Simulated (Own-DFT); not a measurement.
# Computed records: Si₃N₄ (beta silicon nitride, strained, atoms displaced)

Computed with Own-DFT development build. A calculation, not a measurement: plane-wave PBE density functional theory by an unreviewed code, no spin, of a simulated periodic cell, stress positive in tension, free energy of the whole cell less one offset for each atom, forces on such cells moved up to 12 meV/angstrom on a denser k mesh; offsets are fitted by least squares, one for each functional and potential file, so energies compare only between cells with the same atoms and settings and are not formation energies; the far tail of each file's local potential was reset to the Coulomb form; each entry is a single point on an unrelaxed cell, so the pressure reflects the starting lattice, mostly measured values (interpolated for alloys), from which strain is counted, and rises with the displacements; printed positions are rounded, which can move forces by about a meV/angstrom; the program, named Own-DFT, is a retired in-house code; no spin-orbit coupling; before rounding, a Quantum ESPRESSO 7.3.1 run of the same cell and cutoff gave forces within 1 meV/angstrom rms on each cell, which checks the program and not the settings.

Common to all runs: functional PBE; potential files PseudoDojo norm-conserving, scalar-relativistic, standard set; wave cutoff 42 hartree; occupations Fermi-Dirac; smearing width 0.1 eV; k mesh 2 x 2 x 4 centred on Gamma.

```yaml
- entry: 1
  formula: Si3N4
  kind: "beta silicon nitride, strained, atoms displaced"
  structure:
    cell_angstrom:
      - [15.3633, 0.0132, 0.3028]
      - [-7.6702, 12.9223, -0.3673]
      - [0.1158, -0.0954, 5.9041]
    atoms_fractional:
      - [Si, 0.08861, 0.38791, 0.111]
      - [Si, 0.11479, 0.20378, 0.13797]
      - [Si, 0.29547, 0.40318, 0.13637]
      - [Si, 0.41203, 0.11443, 0.37507]
      - [Si, 0.3829, 0.30009, 0.37128]
      - [Si, 0.1963, 0.08081, 0.36878]
      - ["N", 0.17192, 0.01911, 0.12679]
      - ["N", 0.47791, 0.15538, 0.12392]
      - ["N", 0.35015, 0.33708, 0.124]
      - ["N", 0.33818, 0.48171, 0.37532]
      - ["N", 0.01994, 0.35188, 0.38897]
      - ["N", 0.14541, 0.16515, 0.38057]
      - ["N", 0.16571, 0.3359, 0.12911]
      - ["N", 0.32822, 0.16919, 0.38471]
      - [Si, 0.08618, 0.38744, 0.62182]
      - [Si, 0.11603, 0.21026, 0.63869]
      - [Si, 0.2946, 0.41309, 0.62918]
      - [Si, 0.41607, 0.11344, 0.88416]
      - [Si, 0.38534, 0.3009, 0.87342]
      - [Si, 0.19666, 0.07883, 0.87101]
      - ["N", 0.16623, 0.01602, 0.64019]
      - ["N", 0.4817, 0.1469, 0.61305]
      - ["N", 0.34833, 0.33322, 0.61048]
      - ["N", 0.34056, 0.48748, 0.87863]
      - ["N", 0.00599, 0.34811, 0.8839]
      - ["N", 0.15062, 0.16916, 0.8779]
      - ["N", 0.16403, 0.3289, 0.61329]
      - ["N", 0.33447, 0.16844, 0.90376]
      - [Si, 0.08927, 0.88165, 0.119]
      - [Si, 0.11033, 0.69884, 0.11808]
      - [Si, 0.29726, 0.91377, 0.12317]
      - [Si, 0.4143, 0.6169, 0.37097]
      - [Si, 0.38732, 0.80196, 0.38393]
      - [Si, 0.19974, 0.58633, 0.37325]
      - ["N", 0.17214, 0.5181, 0.12035]
      - ["N", 0.4856, 0.64156, 0.13289]
      - ["N", 0.3472, 0.83493, 0.13567]
      - ["N", 0.33002, 0.97688, 0.36195]
      - ["N", 0.01032, 0.8413, 0.37218]
      - ["N", 0.15034, 0.66624, 0.36789]
      - ["N", 0.16358, 0.83095, 0.1326]
      - ["N", 0.33797, 0.67246, 0.35884]
      - [Si, 0.08441, 0.88128, 0.62501]
      - [Si, 0.10587, 0.69745, 0.61182]
      - [Si, 0.29643, 0.91496, 0.63158]
      - [Si, 0.41301, 0.61477, 0.87521]
      - [Si, 0.38566, 0.79581, 0.8766]
      - [Si, 0.20874, 0.58588, 0.87539]
      - ["N", 0.16876, 0.51589, 0.6133]
      - ["N", 0.48215, 0.64573, 0.59836]
      - ["N", 0.35242, 0.83809, 0.62914]
      - ["N", 0.33293, 0.98911, 0.86824]
      - ["N", 0.01322, 0.85212, 0.87933]
      - ["N", 0.14444, 0.66039, 0.85817]
      - ["N", 0.16439, 0.8335, 0.6292]
      - ["N", 0.33934, 0.66976, 0.88968]
      - [Si, 0.58879, 0.38181, 0.12709]
      - [Si, 0.62048, 0.20502, 0.13113]
      - [Si, 0.79845, 0.41402, 0.11665]
      - [Si, 0.9084, 0.11332, 0.36911]
      - [Si, 0.88218, 0.29706, 0.3743]
      - [Si, 0.69656, 0.08549, 0.38539]
      - ["N", 0.67193, 0.02566, 0.1289]
      - ["N", 0.98412, 0.14562, 0.13177]
      - ["N", 0.84551, 0.33196, 0.12061]
      - ["N", 0.83295, 0.48236, 0.3749]
      - ["N", 0.51503, 0.34404, 0.39632]
      - ["N", 0.65021, 0.17121, 0.38007]
      - ["N", 0.66434, 0.33282, 0.1251]
      - ["N", 0.83728, 0.1706, 0.37615]
      - [Si, 0.59007, 0.39013, 0.61805]
      - [Si, 0.62098, 0.20953, 0.62188]
      - [Si, 0.79882, 0.41376, 0.61167]
      - [Si, 0.91671, 0.11, 0.86291]
      - [Si, 0.88124, 0.29594, 0.87845]
      - [Si, 0.69816, 0.0835, 0.87029]
      - ["N", 0.66617, 0.0121, 0.61859]
      - ["N", 0.97893, 0.14877, 0.64535]
      - ["N", 0.84536, 0.33082, 0.62237]
      - ["N", 0.83439, 0.48305, 0.86753]
      - ["N", 0.51585, 0.35131, 0.87729]
      - ["N", 0.65213, 0.17553, 0.87886]
      - ["N", 0.66643, 0.33135, 0.61774]
      - ["N", 0.83715, 0.17113, 0.85667]
      - [Si, 0.59351, 0.88874, 0.14131]
      - [Si, 0.6144, 0.7053, 0.13283]
      - [Si, 0.79566, 0.91451, 0.12963]
      - [Si, 0.91411, 0.61676, 0.38164]
      - [Si, 0.87974, 0.79924, 0.38881]
      - [Si, 0.69663, 0.58623, 0.36112]
      - ["N", 0.66623, 0.51633, 0.1344]
      - ["N", 0.99324, 0.65742, 0.12617]
      - ["N", 0.85219, 0.83439, 0.13024]
      - ["N", 0.83352, 0.98018, 0.36848]
      - ["N", 0.51786, 0.85185, 0.37408]
      - ["N", 0.65159, 0.6733, 0.38805]
      - ["N", 0.66455, 0.83851, 0.12836]
      - ["N", 0.82942, 0.66543, 0.38366]
      - [Si, 0.58702, 0.88615, 0.62489]
      - [Si, 0.62283, 0.70483, 0.61726]
      - [Si, 0.7971, 0.91234, 0.63931]
      - [Si, 0.91711, 0.61752, 0.88208]
      - [Si, 0.88397, 0.79864, 0.87452]
      - [Si, 0.69897, 0.58396, 0.86456]
      - ["N", 0.6664, 0.51469, 0.61094]
      - ["N", 0.98309, 0.64969, 0.6282]
      - ["N", 0.84934, 0.83889, 0.62583]
      - ["N", 0.83547, 0.98283, 0.88569]
      - ["N", 0.5152, 0.84722, 0.87231]
      - ["N", 0.64754, 0.66468, 0.8867]
      - ["N", 0.67189, 0.83817, 0.61522]
      - ["N", 0.83724, 0.67293, 0.87648]
  results:
    "free_energy_of_cell_above_offsets [eV]": "-5.473"
    "pressure [GPa]": 7.11
    "stress_xx [GPa]": -2.06
    "stress_yy [GPa]": -15.3
    "stress_zz [GPa]": -3.96
    "stress_yz [GPa]": -7.26
    "stress_xz [GPa]": 6.94
    "stress_xy [GPa]": 1.09
    force_element: [Si, Si, Si, Si, Si, Si, "N", "N", "N", "N", "N", "N", "N", "N", Si, Si, Si, Si, Si, Si, "N", "N", "N", "N", "N", "N", "N", "N", Si, Si, Si, Si, Si, Si, "N", "N", "N", "N", "N", "N", "N", "N", Si, Si, Si, Si, Si, Si, "N", "N", "N", "N", "N", "N", "N", "N", Si, Si, Si, Si, Si, Si, "N", "N", "N", "N", "N", "N", "N", "N", Si, Si, Si, Si, Si, Si, "N", "N", "N", "N", "N", "N", "N", "N", Si, Si, Si, Si, Si, Si, "N", "N", "N", "N", "N", "N", "N", "N", Si, Si, Si, Si, Si, Si, "N", "N", "N", "N", "N", "N", "N", "N"]
    "force_x [eV/angstrom]": [-0.521, 0.058, -3.194, -2.878, 2.043, 0.496, -0.905, 4.505, 2.904, -1.094, -2.663, 0.469, 0.025, 1.426, 0.771, 1.007, 1.386, -2.976, 0.546, 1.186, -0.594, 1.968, -1.506, -0.976, 3.931, 0.266, -1.929, -0.386, -2.067, 5.91, -0.828, -1.93, -0.5, 2.002, -0.626, -0.267, 1.584, -0.014, 0.526, -0.936, 1.577, -0.754, -0.413, 3.883, -0.182, 2.189, -1.321, -1.579, 0.42, 2.429, -0.041, 0.174, 0.91, 0.759, 0.415, -0.988, -2.752, -3.212, -0.97, 1.094, 1.596, 1.918, -0.651, -0.469, -0.185, 0.517, -1.192, 2.281, 2.025, -1.959, 0.225, -2.837, -0.539, -4.439, -0.973, 1.451, -0.598, 4.273, -0.173, 0.102, 0.849, 2.17, -0.936, -0.656, -3.549, -0.194, 1.563, -1.948, 2.353, 1.624, -0.333, -6.237, -2.132, -0.212, -0.405, 3.953, 3.285, 0.444, 0.617, -5.53, -0.672, -2.023, -0.092, 1.294, -0.229, -1.449, 0.946, -0.509, 1.008, 0.605, -1.942, 0.108]
    "force_y [eV/angstrom]": [-1.679, -1.014, 4.435, 0.356, -1.531, 4.398, -4.137, 0.626, -1.479, 0.24, -0.385, -0.849, -0.295, -2.211, -1.86, -7.149, 0.191, 3.494, -2.094, 6.817, -3.393, 0.357, 1.611, -3.311, 2.712, -0.767, 6.752, -0.849, 0.35, 1.853, -1.995, -1.421, -0.07, 2.118, -0.419, 0.92, -0.284, 3.451, 1.344, -0.619, 0.602, -2.207, 0.13, 1.957, -1.355, 1.498, 2.411, 1.751, 0.794, 1.693, 0.107, -3.021, 0.314, -0.488, -0.725, -1.978, -0.665, -0.601, -0.934, 0.669, 1.332, 3.432, -2.839, 0.053, 0.618, 1.69, 0.568, -2.179, 1.434, -2.713, -4.299, -3.307, -1.815, 1.041, 0.013, 4.077, 2.184, 2.234, 0.929, 1.238, 1.221, -2.899, 5.183, -4.755, 0.756, -0.189, -2.233, 0.785, -1.156, 2.999, -1.738, -3.717, 0.966, 1.845, 0.394, -2.675, -1.621, -0.257, -3.463, 1.076, 1.509, 0.315, 1.575, 1.751, 2.84, -0.905, -0.602, -0.537, 1.312, -0.088, -1.235, -4.311]
    "force_z [eV/angstrom]": [2.249, -0.586, -1.176, 0.081, -0.922, 3.861, -2.255, 1.641, 0.49, 0.89, -3.909, 0.183, -0.52, -0.103, 1.674, 0.07, -0.827, -2.856, -1.523, 4.305, -6.262, 2.18, 4.128, 0.568, -1.087, 0.099, 0.715, -1.609, 0.898, -0.3, -2.439, -0.621, -2.058, -0.362, -0.708, -2.314, -1.313, 4.408, 0.712, -0.753, -0.758, 1.039, -0.489, 1.681, -2.47, -0.601, 0.56, -1.041, 1.461, 5.097, 1.655, 2.238, -0.618, 0.599, 0.011, -0.923, 0.391, 0.526, 0.139, 1.596, -0.534, -0.733, -1.074, -1.27, 2.133, -1.226, -4.064, -1.734, 0.029, -0.216, 2.251, 2.52, 1.464, 7.549, -2.171, 0.654, 0.597, -7.851, 0.904, 1.12, -0.084, -2.13, 0.154, 0.762, -2.94, 0.462, -1.024, -0.837, -3.739, 3.851, -4.84, 0.523, 0.463, 3.951, 1.024, -6.944, -0.215, -0.289, 0.123, 6.604, -2.414, 0.192, 0.499, 1.755, 0.286, -0.563, 2.804, -0.118, 1.233, -2.356, 0.88, -0.168]
- entry: 2
  formula: Si3N4
  kind: "beta silicon nitride, strained, atoms displaced"
  structure:
    cell_angstrom:
      - [14.9496, -0.2305, -0.2982]
      - [-7.6744, 13.47, 0.3056]
      - [-0.114, 0.0691, 5.7135]
    atoms_fractional:
      - [Si, 0.09044, 0.38727, 0.12921]
      - [Si, 0.10934, 0.19871, 0.13256]
      - [Si, 0.29612, 0.4061, 0.11938]
      - [Si, 0.41619, 0.11503, 0.3488]
      - [Si, 0.3833, 0.3035, 0.37115]
      - [Si, 0.20342, 0.08744, 0.37853]
      - ["N", 0.16329, 0.02016, 0.12018]
      - ["N", 0.47993, 0.14667, 0.11476]
      - ["N", 0.3481, 0.33001, 0.12223]
      - ["N", 0.34169, 0.48848, 0.36218]
      - ["N", 0.0228, 0.34973, 0.3929]
      - ["N", 0.15124, 0.16295, 0.37557]
      - ["N", 0.17058, 0.33918, 0.11713]
      - ["N", 0.33381, 0.16462, 0.36063]
      - [Si, 0.08538, 0.38164, 0.6285]
      - [Si, 0.1104, 0.2056, 0.62966]
      - [Si, 0.29936, 0.40989, 0.63354]
      - [Si, 0.41474, 0.11394, 0.87291]
      - [Si, 0.3865, 0.29739, 0.86435]
      - [Si, 0.19972, 0.08394, 0.88027]
      - ["N", 0.16786, 0.0087, 0.62799]
      - ["N", 0.47982, 0.15068, 0.63394]
      - ["N", 0.35138, 0.33629, 0.62468]
      - ["N", 0.33544, 0.48779, 0.86867]
      - ["N", 0.02186, 0.35449, 0.86565]
      - ["N", 0.15286, 0.17234, 0.90412]
      - ["N", 0.16801, 0.33386, 0.61277]
      - ["N", 0.34125, 0.17045, 0.87788]
      - [Si, 0.08818, 0.88711, 0.12208]
      - [Si, 0.12463, 0.7055, 0.13361]
      - [Si, 0.29543, 0.91493, 0.13328]
      - [Si, 0.42173, 0.62295, 0.35626]
      - [Si, 0.38658, 0.80548, 0.36794]
      - [Si, 0.1992, 0.58473, 0.37077]
      - ["N", 0.16457, 0.51508, 0.10914]
      - ["N", 0.48289, 0.6523, 0.12293]
      - ["N", 0.35327, 0.83497, 0.12211]
      - ["N", 0.33815, 0.98886, 0.37706]
      - ["N", 0.01316, 0.84526, 0.38625]
      - ["N", 0.15059, 0.6635, 0.38459]
      - ["N", 0.16413, 0.82918, 0.13185]
      - ["N", 0.33513, 0.67053, 0.38329]
      - [Si, 0.08246, 0.88564, 0.63198]
      - [Si, 0.11568, 0.69996, 0.60143]
      - [Si, 0.29519, 0.90685, 0.60649]
      - [Si, 0.40838, 0.60552, 0.87763]
      - [Si, 0.3903, 0.8043, 0.87536]
      - [Si, 0.19811, 0.58141, 0.8859]
      - ["N", 0.16674, 0.51397, 0.60195]
      - ["N", 0.48346, 0.65369, 0.62218]
      - ["N", 0.33988, 0.83007, 0.6185]
      - ["N", 0.33708, 0.98708, 0.86265]
      - ["N", 0.02351, 0.8516, 0.87713]
      - ["N", 0.14234, 0.65961, 0.87711]
      - ["N", 0.16334, 0.83382, 0.62758]
      - ["N", 0.33375, 0.66641, 0.86757]
      - [Si, 0.58633, 0.3867, 0.13097]
      - [Si, 0.61152, 0.1985, 0.12007]
      - [Si, 0.8028, 0.41194, 0.12488]
      - [Si, 0.91405, 0.11268, 0.37503]
      - [Si, 0.88326, 0.29627, 0.38097]
      - [Si, 0.7026, 0.08606, 0.38455]
      - ["N", 0.66416, 0.0133, 0.11859]
      - ["N", 0.98291, 0.14639, 0.11232]
      - ["N", 0.85259, 0.33406, 0.11094]
      - ["N", 0.82893, 0.48613, 0.37274]
      - ["N", 0.50962, 0.34902, 0.38789]
      - ["N", 0.6559, 0.17118, 0.37381]
      - ["N", 0.67343, 0.33755, 0.13334]
      - ["N", 0.83505, 0.16532, 0.38057]
      - [Si, 0.58166, 0.38088, 0.62175]
      - [Si, 0.61466, 0.20307, 0.62754]
      - [Si, 0.80731, 0.42097, 0.61537]
      - [Si, 0.90782, 0.11418, 0.87432]
      - [Si, 0.88378, 0.2929, 0.86825]
      - [Si, 0.69695, 0.09139, 0.89625]
      - ["N", 0.66677, 0.01386, 0.622]
      - ["N", 0.98682, 0.14886, 0.62341]
      - ["N", 0.85647, 0.33692, 0.62458]
      - ["N", 0.8304, 0.48165, 0.86436]
      - ["N", 0.51459, 0.35212, 0.84068]
      - ["N", 0.64843, 0.16578, 0.86586]
      - ["N", 0.66276, 0.3363, 0.61804]
      - ["N", 0.83178, 0.1635, 0.88593]
      - [Si, 0.58634, 0.87981, 0.12349]
      - [Si, 0.61392, 0.69955, 0.12496]
      - [Si, 0.79222, 0.91138, 0.11508]
      - [Si, 0.9073, 0.6139, 0.37916]
      - [Si, 0.88503, 0.79582, 0.36617]
      - [Si, 0.69731, 0.58417, 0.36736]
      - ["N", 0.6652, 0.51911, 0.13171]
      - ["N", 0.98737, 0.65288, 0.13173]
      - ["N", 0.85762, 0.845, 0.12705]
      - ["N", 0.83095, 0.98234, 0.3823]
      - ["N", 0.51744, 0.84759, 0.37449]
      - ["N", 0.65444, 0.66521, 0.36355]
      - ["N", 0.65741, 0.82804, 0.1211]
      - ["N", 0.83095, 0.67035, 0.37849]
      - [Si, 0.58282, 0.88577, 0.62179]
      - [Si, 0.61116, 0.70738, 0.61417]
      - [Si, 0.79875, 0.91269, 0.63874]
      - [Si, 0.90843, 0.61931, 0.88188]
      - [Si, 0.88966, 0.80287, 0.86737]
      - [Si, 0.69933, 0.57953, 0.88526]
      - ["N", 0.67041, 0.52139, 0.6328]
      - ["N", 0.98395, 0.65103, 0.61356]
      - ["N", 0.84374, 0.83068, 0.62122]
      - ["N", 0.83641, 0.98773, 0.87601]
      - ["N", 0.51724, 0.84623, 0.87338]
      - ["N", 0.65272, 0.6583, 0.89395]
      - ["N", 0.66492, 0.83098, 0.62759]
      - ["N", 0.83073, 0.66227, 0.87502]
  results:
    "free_energy_of_cell_above_offsets [eV]": "-0.381"
    "pressure [GPa]": 15.61
    "stress_xx [GPa]": -17.25
    "stress_yy [GPa]": -4.39
    "stress_zz [GPa]": -25.18
    "stress_yz [GPa]": 5.18
    "stress_xz [GPa]": -5.48
    "stress_xy [GPa]": -4.67
    force_element: [Si, Si, Si, Si, Si, Si, "N", "N", "N", "N", "N", "N", "N", "N", Si, Si, Si, Si, Si, Si, "N", "N", "N", "N", "N", "N", "N", "N", Si, Si, Si, Si, Si, Si, "N", "N", "N", "N", "N", "N", "N", "N", Si, Si, Si, Si, Si, Si, "N", "N", "N", "N", "N", "N", "N", "N", Si, Si, Si, Si, Si, Si, "N", "N", "N", "N", "N", "N", "N", "N", Si, Si, Si, Si, Si, Si, "N", "N", "N", "N", "N", "N", "N", "N", Si, Si, Si, Si, Si, Si, "N", "N", "N", "N", "N", "N", "N", "N", Si, Si, Si, Si, Si, Si, "N", "N", "N", "N", "N", "N", "N", "N"]
    "force_x [eV/angstrom]": [0.448, 1.99, 1.107, -4.152, 0.438, 0.676, -0.03, 4.895, -0.805, 0.324, -4.736, -1.848, -1.924, 0.075, 4.945, 6.164, -1.309, -4.301, -0.565, 0.979, -1.154, 3.403, -0.836, 0.47, -3.028, 1.607, -0.102, -2.567, 1.699, -2.775, 1.016, -5.754, 1.589, 2.876, -0.65, 2.926, -3.167, 0.432, 0.5, 1.948, 0.435, -0.18, 4.325, -2.621, -3.194, -1.756, -1.572, 0.625, -0.707, 0.137, 3.247, 0.167, -4.481, 1.203, 0.949, -0.332, 1.335, 0.526, -0.915, -1.428, 1.975, 0.128, -0.643, -1.426, 0.526, 1.202, 1.044, 0.146, -3.002, -0.168, 5.356, -2.602, -2.308, 0.882, 1.654, 2.96, -1.228, -3.621, -2.272, 0.949, -1.325, 0.16, 3.492, -1.719, -0.847, 0.863, 0.448, -0.136, -1.892, 1.243, -0.153, -0.656, -0.173, 0.307, -1.72, -2.636, 3.928, 0.777, 3.791, 4.567, -0.88, 4.649, -0.917, -0.131, -0.775, -0.238, 1.064, -0.191, -1.142, -3.536, -0.586, -1.756]
    "force_y [eV/angstrom]": [-0.416, 3.243, 3.907, 0.446, -4.582, 0.018, -4.285, 2.263, 1.349, -1.251, -2.51, 0.873, -3.878, 1.64, 4.056, 1.146, 2.731, -1.703, -2.532, 4.243, 3.053, 0.945, -0.08, -5.375, -2.158, -1.652, -0.626, -1.15, 0.163, -1.162, -0.05, -2.954, -5.095, 2.363, -3.37, 1.11, 2.581, -1.069, 1.183, -1.022, 2.362, 0.352, -0.704, 2.507, 2.564, 6.082, -4.829, 5.636, -2.306, -0.731, -0.371, -2.051, -1.872, 0.003, -1.229, 0.313, -0.536, 3.674, 1.22, -0.888, -0.893, 0.497, -1.026, -0.145, -0.143, 0.472, 0.717, -1.292, -2.977, 0.959, 4.531, 3.144, -3.704, -0.136, 0.299, -1.79, 0.052, -1.659, 0.953, 2.384, -0.224, 0.003, -1.646, 1.561, 1.992, 0.325, -0.354, 2.017, -0.619, 2.526, -5.752, -0.631, -0.294, 0.778, 0.095, 1.262, 0.055, -1.742, 0.209, -2.227, -0.942, -1.608, -2.799, 3.647, -3.98, -0.351, 0.633, -0.722, 0.758, 2.322, 2.27, 3.606]
    "force_z [eV/angstrom]": [0.327, 0.351, 1.263, 6.636, 2.028, 0.042, 3.374, 0.397, -3.491, 0.74, -6.676, 2.67, 0.455, 0.466, 1.123, 0.516, -3.154, -2.648, 2.28, -3.056, 0.43, -4.519, -1.349, 0.411, 3.638, -4.8, 0.786, -0.454, 4.063, -3.138, -3.112, 4.911, 3.239, -1.39, 6.499, -3.59, -2.286, -1.821, -2.678, -2.63, 0.259, -1.287, -2.181, 6.115, 3.528, -1.968, -0.807, -7.965, 4.949, 0.647, -0.332, 1.234, 0.398, -0.15, -0.615, 0.77, -0.989, 0.147, -1.134, -1.192, -1.474, -1.901, 3.127, 2.816, 1.527, -2.678, -4.899, 0.757, -0.481, -0.041, -1.731, -3.38, 2.035, -1.752, 1.732, -4.079, 2.91, 1.051, -1.559, 1.879, 9.026, 3.344, 0.17, -0.43, 0.785, -2.303, 2.945, -2.16, 1.775, 3.966, 0.668, 0.002, -2.604, -1.558, -1.203, 3.058, 0.043, -0.716, 1.204, 1.547, -2.061, -1.302, 1.993, -2.928, -1.935, 2.649, -0.499, -0.501, -0.684, -2.06, 0.221, 0.404]
```
